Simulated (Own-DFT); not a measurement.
# Device materials side by side: how hard are they to compress?

Calculated, not measured: single-point runs of Own-DFT, a retired in-house plane-wave DFT program that no person has reviewed, on unrelaxed cells, without spin or spin-orbit coupling.

Keep in mind (not all hold for every row): forces on such cells moved up to 12 meV/angstrom on a denser k mesh; forces not confirmed at this smearing and k mesh; k mesh not checked against a denser one; forces on such cells passed a denser k mesh, each cell not checked; stress not checked against mesh or cutoff.

All runs are PBE with PseudoDojo norm-conserving files; cutoff and k mesh are each material's own. Every cell starts from measured lattice constants and was given uniform random strains and small random moves of its atoms. Each triple is the change of volume in per cent, the rms move u in Å and the pressure in GPa.

- 4H SiC (C36Si36), 10.36 Å³/atom unstrained: (-2.76, 0.048, 11.96); (-1.47, 0.053, 9.05); (0.13, 0.052, 5.43); (0.20, 0.052, 5.84); (1.69, 0.056, 2.13); (2.07, 0.054, 1.40); (3.66, 0.049, -2.45)
- wurtzite AlN (Al64N64), 10.45 Å³/atom unstrained: (-2.10, 0.052, 10.69); (0.24, 0.050, 5.23); (0.33, 0.051, 5.56); (0.56, 0.049, 4.68); (1.25, 0.054, 3.63); (1.70, 0.049, 2.11); (2.39, 0.056, 1.22)
- wurtzite GaN (Ga48N48), 11.42 Å³/atom unstrained: (-1.71, 0.049, 10.88); (-1.58, 0.049, 11.02); (-1.21, 0.049, 10.23); (0.00, 0.048, 7.71); (0.40, 0.045, 6.59); (0.91, 0.051, 6.31); (1.26, 0.050, 5.22)
- diamond silicon (Si64), 20.02 Å³/atom unstrained: (-2.99, 0.050, 5.76); (-2.22, 0.049, 4.77); (-1.42, 0.049, 4.20); (-0.33, 0.045, 2.83); (1.07, 0.050, 1.68); (1.16, 0.051, 1.49); (2.99, 0.049, -0.12)
- zincblende GaP (Ga32P32), 20.24 Å³/atom unstrained: withheld
- zincblende InP (In48P48), 25.27 Å³/atom unstrained: (-3.23, 0.052, 6.60); (-1.89, 0.052, 5.17); (-1.16, 0.046, 4.46); (-1.01, 0.050, 4.38); (0.38, 0.051, 3.59); (2.09, 0.051, 2.18); (3.24, 0.048, 1.30)
- grey tin (Sn64), 34.15 Å³/atom unstrained: (-1.23, 0.051, 4.48); (-0.86, 0.051, 4.17); (-0.24, 0.052, 3.97); (0.98, 0.050, 3.35); (1.02, 0.050, 3.09); (1.22, 0.052, 3.15); (1.49, 0.051, 3.05)

## What the rows give

Fit a line to each set against the fractional change of volume; B is minus its slope, and u is nearly the same within a set. To take it to zero pressure, assume that B rises by 4 GPa for each GPa: B0 = B - 4 x (mean pressure). The bond length of an ideal tetrahedral crystal with the unstrained volume v is d = (√3/4)(8 v)^(1/3). Cohen's empirical rule reads B0 = (1971 - 220 L) d^(-3.5) GPa, with L = 0 for group IV crystals and SiC and 1 for III-V compounds.

| material | L | d (Å) | B (GPa) | mean P (GPa) | B0 (GPa) | rule (GPa) |
|---|---|---|---|---|---|---|
| 4H SiC (C36Si36) | 0 | 1.888 | 223 ± 4 | 4.8 | 204 ± 4 | 213 |
| wurtzite AlN (Al64N64) | 1 | 1.893 | 214 ± 8 | 4.7 | 195 ± 8 | 188 |
| wurtzite GaN (Ga48N48) | 1 | 1.950 | 195 ± 9 | 8.3 | 162 ± 9 | 169 |
| diamond silicon (Si64) | 0 | 2.352 | 98 ± 3 | 2.9 | 86 ± 3 | 99 |
| zincblende GaP (Ga32P32) | 1 | 2.360 | ? | ? | ? | 87 |
| zincblende InP (In48P48) | 1 | 2.541 | 78 ± 4 | 4.0 | 62 ± 4 | 67 |
| grey tin (Sn64) | 0 | 2.810 | 53 ± 4 | 3.6 | 38 ± 4 | 53 |

A line through ln[B0/(1971 - 220 L)] against ln d has a slope of -4.1 ± 0.2 and a scatter of 8 %. Against the rule, B0 stands at 95 % for 4H SiC, 104 % for wurtzite AlN, 96 % for wurtzite GaN, 87 % for diamond silicon, 93 % for zincblende InP, 72 % for grey tin. PBE tends to make silicon and heavier crystals too soft, and the rule itself is only a guide.

## Withheld run

Question: what B0 does the fitted trend give for zincblende GaP (Ga32P32)?

The straight line predicts 76 GPa. Its own runs give B = 91 ± 4 GPa at a mean pressure of 3.9 GPa, so B0 = 76 GPa.
